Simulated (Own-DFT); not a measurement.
# Response to strain: 4H SiC, 72 atoms (C36Si36)

These are calculations, not measurements. They come from Own-DFT, an in-house plane-wave density functional program, since retired, whose code no person has reviewed. Each row is one single-point run on a periodic cell that was not relaxed, without spin or spin-orbit coupling.

Settings of every run: PBE; PseudoDojo norm-conserving scalar-relativistic files; cutoff 42 hartree; 4 x 4 x 3 k mesh centred on Gamma; Fermi-Dirac smearing of 0.1 eV.

Known limits: forces on such cells passed a denser k mesh, each cell not checked; stress not checked against mesh or cutoff.

Unstrained cell vectors in Å: (9.248, 0.000, 0.000); (-4.624, 8.009, 0.000); (0.000, 0.000, 10.068). The unstrained cell has measured lattice constants (interpolated for alloys), not those of this functional. That, the random moves and any unrelaxed bonds set the pressure at no strain. Each run strains this cell uniformly, with the atoms carried along. Every atom was also moved at random, by a Gaussian of width 0.05 Å on each axis. Strain is the symmetric tensor, in per cent. Stress is positive in tension, and the pressure is minus a third of its trace.

```
run,e_xx (%),e_yy (%),e_zz (%),e_yz (%),e_xz (%),e_xy (%),s_xx (GPa),s_yy (GPa),s_zz (GPa),s_yz (GPa),s_xz (GPa),s_xy (GPa),P (GPa),E (meV/atom)
1,-0.85,0.28,1.88,-0.15,-0.45,0.39,-7.57,-3.71,3.89,-1.12,-2.12,0.34,2.46,6.9
2,-1.14,-1.60,0.90,-0.46,0.92,-0.24,-10.39,-13.83,-4.36,-1.15,2.94,0.17,9.53,20.8
3,-1.16,1.69,0.04,-1.79,0.86,0.61,-9.04,3.68,-8.19,-6.14,3.31,1.97,4.52,16.9
4,1.39,-0.04,-1.22,0.73,-0.15,0.65,3.19,-5.16,-13.02,2.10,-0.01,2.88,5.00,5.8
5,-1.36,0.33,1.63,-0.02,0.85,1.62,-9.90,-5.71,3.37,-0.12,2.50,7.38,4.08,5.9
6,0.29,0.68,0.78,1.48,1.92,-1.70,-3.67,-1.31,-0.95,5.55,7.18,-7.39,1.98,17.9
7,-1.49,-1.72,0.56,1.24,0.00,-1.98,-16.95,-16.73,-3.69,4.96,-0.79,-10.17,12.46,41.4
8,0.84,1.07,0.47,0.45,-1.68,1.89,0.16,0.40,-1.87,0.85,-4.91,7.27,0.44,26.4
9,-1.86,1.84,0.40,-1.89,-1.83,0.34,-13.40,0.97,-2.93,-6.60,-6.31,3.20,5.12,47.5
10,-1.95,-0.06,-0.50,0.46,1.69,0.72,-16.26,-5.70,-10.83,1.79,5.25,3.23,10.93,5.1
11,1.69,-0.42,1.79,1.40,1.22,1.04,4.33,-5.55,4.27,4.72,3.80,5.71,-1.02,10.4
12,1.91,1.94,1.14,-1.85,-0.46,-0.88,6.21,7.03,0.49,-6.07,-1.45,-3.81,-4.58,6.4
13,1.16,0.96,-1.51,-0.04,0.20,0.92,2.37,-0.33,-14.18,-0.03,0.34,5.06,4.05,0.0
14,-1.27,1.55,-1.50,1.84,1.59,1.43,-10.67,1.43,-15.91,6.45,6.31,5.92,8.38,22.5
15,-0.11,0.37,1.87,-0.67,-0.17,-0.33,-4.22,-1.21,3.84,-2.48,-0.25,-2.49,0.53,6.2
16,-0.67,-1.66,0.34,1.69,1.64,1.35,-11.89,-14.74,-4.56,6.50,6.49,7.33,10.40,29.9
17,0.91,0.59,1.60,-1.38,-0.24,-0.04,?,?,?,?,?,?,?,?
```

E is the free energy for each atom above the lowest run shown.

## Worked fit

Each stress component was fitted by least squares to a constant and the strains of the runs shown, as fractions, with shears doubled. Shear strains stay in the fit of a normal stress only where such slopes are resolved. The slopes, in GPa:

| stress | at no strain | per e_xx | per e_yy | per e_zz | scatter |
|---|---|---|---|---|---|
| s_xx | -5.1 | 533 ± 27 | 110 ± 30 | 37 ± 31 | 1.36 |
| s_yy | -5.4 | 84 ± 23 | 525 ± 26 | 35 ± 27 | 1.16 |
| s_zz | -6.6 | 42 ± 23 | 30 ± 26 | 581 ± 27 | 1.16 |

Each shear stress against twice its own strain: yz 168 ± 5, xz 172 ± 9, xy 233 ± 14 GPa. These are stiffnesses along x, y and z of the frame in which the cell vectors are given, which need not be the crystal's axes. The atoms are held to the strained lattice; where symmetry lets them move under strain, relaxing them would lower some slopes. The table should be nearly symmetric about its diagonal, and what it lacks of that shows the noise. A ninth of its sum, 220 ± 5 GPa, estimates the bulk modulus near the mean pressure of these runs, 4.6 GPa, so it lies above the value at zero pressure.

## Withheld run

Question: what normal stresses and pressure should run 17 give?

The fit gives s_xx = 1.0, s_yy = -1.0, s_zz = 3.3 and P = -1.1 GPa. The calculation gave -0.48, -1.06, 4.20 and P = -0.89 GPa.
